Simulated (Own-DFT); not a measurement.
GaP (zincblende, strongly disordered by large displacements) (calculated)

All values are calculated (Own-DFT development build). A calculation, not a measurement: plane-wave PBE density functional theory by an unreviewed code, no spin, of a simulated periodic cell, stress positive in tension, free energy of the whole cell less one offset for each atom, forces on such cells passed a denser k mesh, this cell's mesh not checked; broken bonds can close the gap or carry spin, so checks made on this kind of crystal may not hold here; offsets are fitted by least squares, one for each functional and potential file, so energies compare only between cells with the same atoms and settings and are not formation energies; the far tail of each file's local potential was reset to the Coulomb form; each entry is a single point on an unrelaxed cell, so the pressure reflects the starting lattice, mostly measured values (interpolated for alloys), from which strain is counted, and rises with the displacements; printed positions are rounded, which can move forces by about a meV/angstrom; the program, named Own-DFT, is a retired in-house code; no spin-orbit coupling.

```xyz
64
Lattice="10.9010 0.0000 0.0000 0.0000 10.9010 0.0000 0.0000 0.0000 10.9010" Properties=species:S:1:pos:R:3 formula=GaP functional=PBE potential_files=PseudoDojo_norm-conserving,scalar-relativistic,standard_set wave_cutoff=42 occupations=Fermi-Dirac smearing_width=0.1 hardware=one_NVIDIA_H100 k_mesh=3_x_3_x_3_centred_on_Gamma
Ga     0.0175     0.1724     0.0514
Ga    10.7575     2.4617     2.6946
Ga     2.6649    10.7553     2.6609
Ga     2.8720     2.8303     0.1500
P      1.2397     1.4529     1.4390
P      1.3904     4.3440     4.1606
P      4.2035     1.4052     3.9135
P      3.8738     3.8621     1.5152
Ga    10.7990     0.1393     5.3739
Ga     0.0908     2.5026     8.1307
Ga     2.7082     0.0642     8.1562
Ga     2.9939     2.8867     5.6476
P      1.4244     1.1024     6.7927
P      1.3160     3.8637     9.6493
P      4.2212     1.4093     9.6387
P      4.3179     4.2388     6.5823
Ga     0.3804     5.4693     0.0528
Ga     0.2208     8.2627     2.5602
Ga     2.4801     5.5021     2.6812
Ga     2.6823     8.3267     0.0459
P      1.5433     6.5487     1.4239
P      1.2850     9.3823     3.9729
P      4.3416     6.8552     3.8501
P      4.3950     9.4061     1.3717
Ga    10.8695     5.4227     5.5151
Ga     0.2415     7.9885     7.8848
Ga     2.8017     5.5664     8.2558
Ga     3.0885     8.3292     5.2516
P      1.3455     6.7858     6.9238
P      1.3880     9.5453     9.4053
P      4.0435     7.0930     9.8943
P      4.2158     9.4676     7.3039
Ga     5.4978     0.0660     0.0197
Ga     5.3323     2.7384     2.7940
Ga     8.4459    10.7004     2.6297
Ga     7.9659     2.6758     0.1176
P      7.2938     1.5178     1.4454
P      6.7802     4.0368     3.9899
P      9.6945     1.1334     4.0056
P      9.6515     4.3097     1.1978
Ga     5.9782     0.0430     5.6926
Ga     5.4085     2.2797     8.0630
Ga     7.8958     0.2506     8.2183
Ga     8.0501     2.5616     5.6462
P      6.9438     1.5513     7.2398
P      6.6663     3.9575     9.3353
P      9.5391     1.3759     8.9641
P     10.0506     4.0743     6.7358
Ga     5.8369     5.5443     0.0520
Ga     5.3535     8.4565     3.2017
Ga     7.7626     5.4133     2.7130
Ga     8.0722     8.3184    10.8351
P      6.7439     6.6816     1.4665
P      6.7585     9.6884     4.2688
P      9.6018     6.9835     4.0810
P      9.3528     9.3163     1.1074
Ga     5.5454     5.2407     5.5830
Ga     5.4421     8.2296     8.0247
Ga     8.1941     5.1199     8.0101
Ga     8.2126     7.8031     5.4748
P      6.9078     6.7395     6.7181
P      6.9750     9.6646     9.7594
P      9.3015     7.2826     9.6551
P      9.5374     9.2808     6.9120
```

Units: wave_cutoff in hartree; smearing_width in eV.

Questions
1. GaP (zincblende, strongly disordered by large displacements): stress yy?
2. Give the table of force values for GaP (zincblende, strongly disordered by large displacements).

## Answers
1. -12.09 GPa
2. 
Force:
```tsv
element	x (eV/Å)	y (eV/Å)	z (eV/Å)
Ga	-1.168	-1.361	-2.164
Ga	-0.345	4.75	-0.1
Ga	0.886	0.56	-0.214
Ga	-3.024	-2.933	-3.704
P	2.896	-1.564	-1.31
P	-0.185	-3.094	0.744
P	-1.997	-2.79	3.646
P	3.365	4.556	2.611
Ga	2.132	-4.488	3.237
Ga	3.158	2.453	-1.342
Ga	1.38	-0.87	2.301
Ga	-2.656	-2.277	-2.917
P	0.372	2.774	-1.745
P	1.441	0.604	-1.385
P	-2.609	-0.642	0.376
P	-5.286	-4.126	8.117
Ga	-3.289	-0.603	-2.061
Ga	-2.716	-2.477	-2.002
Ga	6.219	-4.429	5.278
Ga	-1.212	1.023	1.314
P	-3.177	8.416	-4.702
P	2.135	2.513	2.76
P	-3.181	-4.517	2.786
P	-1.831	1.387	-0.103
Ga	1.671	4.62	-3.5
Ga	-5.46	5.757	5.626
Ga	0.398	-0.48	1.032
Ga	-0.793	-0.545	1.1
P	5.549	-4.962	-5.151
P	-0.884	0.245	1.51
P	2.97	-3.482	-3.192
P	-4.953	6.111	-6.504
Ga	1.13	-0.092	1.254
Ga	2.252	0.822	-1.883
Ga	-1.311	0.021	0.587
Ga	4.57	6.386	-7.118
P	-5.284	-5.788	5.93
P	-0.344	-1.917	2.742
P	-4.248	2.118	-0.395
P	-1.642	-1.863	1.305
Ga	-3.693	1.923	1.817
Ga	-6.54	6.17	3.013
Ga	4.889	-8.819	4.195
Ga	2.534	1.971	-2.542
P	1.322	1.343	-8.644
P	0.251	0.002	1.226
P	-1.227	-1.359	5.506
P	-4.937	-3.613	2.99
Ga	-3.698	-2.35	-3.268
Ga	1.728	2.087	-2.973
Ga	5.595	-0.335	0.503
Ga	-3.897	-3.227	2.253
P	0.047	5.644	0.619
P	4.315	-1.806	-1.849
P	0.724	-2.327	-1.86
P	5.492	3.089	3.814
Ga	5.832	5.823	-5.975
Ga	6.063	-6.132	5.078
Ga	1.048	1.318	0.653
Ga	0.994	3.789	-0.496
P	-2.204	-1.666	2.428
P	-3.495	2.221	-3.614
P	4.846	-5.451	-4.46
P	-0.918	1.889	-1.178
```

Further results for GaP (zincblende, strongly disordered by large displacements):

- free energy of cell above offsets: 5.230 eV
- pressure: 12.06 GPa
- stress xx: -11.94 GPa
- stress zz: -12.15 GPa
- stress yz: 2.63 GPa
- stress xz: 0.85 GPa
- stress xy: 0.54 GPa
- wall time: 578.9 s
